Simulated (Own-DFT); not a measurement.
# Hybrid less PBE against volume: monoclinic HfO2, 94 atoms (Hf32O62), with two O vacancies

These are calculations. Each geometry was run twice at fixed positions with Own-DFT, a retired in-house plane-wave program that no person has reviewed: with PBE, and with HSE06 (exact exchange share 0.25 at short range, screening 0.11 per bohr, Gygi-Baldereschi treatment of its divergence). Both used PseudoDojo norm-conserving files made for PBE, a cutoff of 48 hartree, the Gamma point alone, fixed occupations, a neutral cell and no spin. The unstrained cell is 10.1 Å across at its thinnest, so Gamma alone is coarse and defects feel their images. The hafnium file keeps the 4f electrons in the core, and its forces lie about 75 meV/Å off all-electron values. The oxygen file's force components were 24 meV/Å off all-electron values in a glass.

Unstrained cell vectors in Å: (10.234, 0.000, 0.000); (0.000, 10.350, 0.000); (-1.696, 0.000, 10.445), volume V0 = 1106.4 Å³, from measured lattice constants. Each geometry has its own random strain of a few per cent, its own defect sites and random moves of rms u per axis. HSE06 gave the energy alone. D is its energy less that of PBE, over the lowest D shown. The PBE stress wasn't checked against mesh or cutoff.

| run | V - V0 (Å³) | u (Å) | P with PBE (GPa) | D (eV) |
|---|---|---|---|---|
| 1 | -27.7 | 0.0513 | 12.84 | 0.476 |
| 2 | -35.0 | 0.0504 | 13.77 | 0.325 |
| 3 | -9.1 | 0.0489 | 7.52 | 0.925 |
| 4 | 9.8 | 0.0505 | 3.00 | 1.387 |
| 5 | -6.5 | 0.0297 | 6.22 | 0.925 |
| 6 | 2.9 | 0.0500 | 4.54 | 1.380 |
| 7 | -23.8 | 0.0475 | 11.40 | 0.481 |
| 8 | 42.7 | 0.0495 | -3.19 | 2.293 |
| 9 | -14.8 | 0.0504 | 9.32 | 0.840 |
| 10 | -51.5 | 0.0541 | 18.79 | 0.000 |
| 11 | -18.1 | 0.0285 | 7.53 | ? |

## Working it out

D = 0.98 + 0.0253 (V - V0) + 87 u² eV, with an error of 0.0009 on the volume slope, 43 on the last term and a scatter of 0.07 eV. Pressure is -dE/dV, and 1 eV/Å³ is 160.2 GPa, so HSE06 changes the pressure by -4.1 ± 0.1 GPa. With the ions held to the strained lattice, the PBE pressure falls by 257 ± 8 GPa per unit of volume strain; the shape of the strain isn't fitted, so the true error is larger, and a relaxed crystal would be softer. On that slope HSE06's volume at a given pressure is about 1.6 % smaller, or 0.5 % in lengths. At u = 0 and V0 the PBE pressure is 3.9 GPa, which puts the zero-pressure volume, against the measured cell and with the defects in, at +1.5 % for PBE and -0.1 % for HSE06, each good to a few tenths of a per cent.

## Test on the hidden row

The question: what D should run 11 give?

From the fit: 0.60 eV, with rows scattering by 0.07. DFT gave 0.604 eV.
